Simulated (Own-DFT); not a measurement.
# A change of arrangement and its cost: C36Si36, 72 atoms

Calculated results; nothing here was measured. The program, named Own-DFT, is a retired in-house plane-wave density functional code that no person has reviewed. Each row is one single-point run on a periodic cell that was not relaxed, without spin or spin-orbit coupling.

Settings of every run: PBE; PseudoDojo norm-conserving scalar-relativistic files; cutoff 42 hartree; 4 x 4 x 3 k mesh centred on Gamma; Fermi-Dirac smearing of 0.1 eV.

Known limits, some of them of some rows only: some atoms lie very close together; not probed for a lower state with spin; forces on such cells passed a denser k mesh, each cell not checked; stress not checked against mesh or cutoff.

All cells hold the same atoms in the same cell, with vectors in Å (9.248, 0.000, 0.000); (-4.624, 8.009, 0.000); (0.000, 0.000, 10.068). Every atom was moved at random from its ideal site; u is the rms move along one axis. The defect's site can differ from row to row. E is the free energy of the cell above the lowest run. The arrangements:

- A: 2H SiC
- B: 4H SiC
- C: 4H SiC, with one C on a Si site and one Si on a C site, 1.9 Å apart

```
arrangement   u (Å)  E (eV)  P (GPa)
          A  0.0297   0.995     4.01
          A  0.0303   0.746     3.75
          A  0.0305   1.002     3.94
          A  0.0507   5.191     5.35
          A  0.0545   6.496     5.73
          A  0.0561   6.452     5.69
          B  0.0291   0.390     3.66
          B  0.0292   0.000     3.43
          B  0.0293   0.357     3.57
          B  0.0562   6.662     5.56
          B  0.0584   8.487     6.82
          B  0.0625  10.367     7.10
          C  0.0289  11.021     7.18
          C  0.0302  11.227     7.32
          C  0.0308  12.128     7.76
          C  0.0478  16.077     8.83
          C  0.0507  15.101     8.73
          C  0.0511  16.432     9.16
```

Question: once the cost of the random moves is taken out, how do the arrangements rank?

## Worked answer

Fit E = a + b u², with one b for all and one a for each arrangement, and with residuals divided by u², since the noise grows with the moves. Then b = 2869 eV/Å², the scatter at u = 0.04 Å is 0.49 eV, and against A:

- B: -0.41 ± 0.21 eV (not told apart from A)
- C: 10.60 ± 0.21 eV (higher)

These are energies of unrelaxed cells. Relaxing the atoms lowers the strained arrangements most, so the gaps would shrink and small ones could change sign.
